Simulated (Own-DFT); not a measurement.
# One host, several defects: zincblende GaAs

Source: density functional calculations with Own-DFT, an unreviewed in-house program that is no longer used. Nothing was measured or relaxed, and spin and spin-orbit coupling are left out.

Common settings: PBE; PseudoDojo norm-conserving scalar-relativistic files; cutoff 42 hartree; 3 x 3 x 3 k mesh centred on Gamma; Fermi-Dirac smearing of 0.1 eV.

Caveats (not all hold for every row): not probed for a lower state with spin; forces not confirmed at this smearing and k mesh; stress not checked against mesh or cutoff.

All runs share one cell, with vectors in Å (11.737, 0.000, 0.000); (0.000, 11.737, 0.000); (0.000, 0.000, 10.833) and a volume of 1492.4 Å³, strained against the parent crystal. Atoms were moved at random from their sites; u is the rms move along one axis. The defect's site can differ from row to row.

```
cell,formula,u (Å),P (GPa)
no defect,As32Ga32,0.0319,1.28
no defect,As32Ga32,0.0501,1.67
no defect,As32Ga32,0.0505,1.48
one Al on a Ga site,AlAs32Ga31,0.0286,1.22
one Al on a Ga site,AlAs32Ga31,0.0515,1.46
one Al on a Ga site,AlAs32Ga31,0.0539,1.51
one In on a Ga site,As32Ga31In,0.0454,2.16
one In on a Ga site,As32Ga31In,0.0476,2.12
one In on a Ga site,As32Ga31In,0.0495,2.16
one P on an As site,As31Ga32P,0.0250,?
one P on an As site,As31Ga32P,0.0283,0.96
one P on an As site,As31Ga32P,0.0288,0.97
one P on an As site,As31Ga32P,0.0301,1.00
one As vacancy and one Ga vacancy,As31Ga31,0.0291,0.89
one As vacancy and one Ga vacancy,As31Ga31,0.0483,1.18
one As vacancy and one Ga vacancy,As31Ga31,0.0517,1.23
```

## Working it out

P = P0 + c u² + a shift for each defect gives P0 = 1.14 GPa, c = 165 ± 23 GPa/Å² and a scatter of 0.06 GPa. The shifts, and each times the cell's volume:

- one In on a Ga site: 0.64 ± 0.05 GPa, 5.9 eV
- one Al on a Ga site: -0.09 ± 0.05 GPa, -0.9 eV (not resolved)
- one P on an As site: -0.31 ± 0.05 GPa, -2.8 eV
- one As vacancy and one Ga vacancy: -0.36 ± 0.05 GPa, -3.4 eV

A positive shift means that the defect pushes the cell outwards. Shift times volume (160.2 GPa Å³ is 1 eV) depends little on the cell's size, so, taken for each site, it can be compared between cells at like pressure. The atoms around the defects weren't relaxed, which would change these numbers.

## Check

Asked: what pressure belongs in the blank (one P on an As site, u = 0.0250 Å)?

Estimate: 0.94 ± 0.07 GPa. The hidden result is 0.96 GPa.
